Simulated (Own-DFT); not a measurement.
# One host, several defects: D0_22 TiAl3

Source: density functional calculations with Own-DFT, an unreviewed in-house program that is no longer used. Nothing was measured or relaxed, and spin and spin-orbit coupling are left out.

Common settings: PBEsol; PseudoDojo norm-conserving scalar-relativistic files, made for PBE; cutoff 42 hartree; 4 x 4 x 4 k mesh centred on Gamma; cold (Marzari-Vanderbilt) smearing of 0.2 eV.

Keep in mind: forces on such cells failed a check on a denser k mesh; stress not checked against mesh or cutoff.

All runs share one cell, with vectors in Å (-2.365, -6.981, 4.326); (-7.667, 3.491, 1.442); (-2.950, -3.488, -7.241) and a volume of 625.4 Å³. u is the rms random offset of the atoms per axis. The defect's site can differ from row to row.

| cell | formula | u (Å) | P (GPa) |
|---|---|---|---|
| no defect | Al30Ti10 | 0.0186 | 0.04 |
| no defect | Al30Ti10 | 0.0510 | 0.74 |
| no defect | Al30Ti10 | 0.0534 | 0.82 |
| two Ti on an Al site each | Al28Ti12 | 0.0272 | 1.15 |
| two Ti on an Al site each | Al28Ti12 | 0.0297 | 1.19 |
| two Ti on an Al site each | Al28Ti12 | 0.0465 | ? |
| two Ti on an Al site each | Al28Ti12 | 0.0518 | 1.84 |
| two Al on a Ti site each | Al32Ti8 | 0.0294 | 1.19 |
| two Al on a Ti site each | Al32Ti8 | 0.0356 | 1.40 |
| two Al on a Ti site each | Al32Ti8 | 0.0545 | 1.89 |
| two Al vacancies | Al28Ti10 | 0.0293 | -0.58 |
| two Al vacancies | Al28Ti10 | 0.0462 | -0.36 |
| two Al vacancies | Al28Ti10 | 0.0521 | 0.01 |

## Worked fit

P = P0 + c u² + a shift for each defect gives P0 = -0.08 GPa, c = 320 ± 21 GPa/Å² and a scatter of 0.07 GPa. The shifts, and each times the cell's volume:

- two Al on a Ti site each: 1.03 ± 0.06 GPa, 4.0 eV (2.0 eV for each of its 2 sites)
- two Ti on an Al site each: 1.02 ± 0.06 GPa, 4.0 eV (2.0 eV for each of its 2 sites)
- two Al vacancies: -0.84 ± 0.06 GPa, -3.3 eV (-1.6 eV for each of its 2 sites)

A positive shift means that the defect pushes the cell outwards. Shift times volume (160.2 GPa Å³ is 1 eV) depends little on the cell's size, so, taken for each site, it can be compared between cells at like pressure. The atoms around the defects weren't relaxed, which would change these numbers.

## Check

Asked: what pressure belongs in the blank (two Ti on an Al site each, u = 0.0465 Å)?

From the fit: 1.63 ± 0.08 GPa. DFT gave 1.33 GPa. That is outside the usual scatter, by luck or through something left out of the fit.
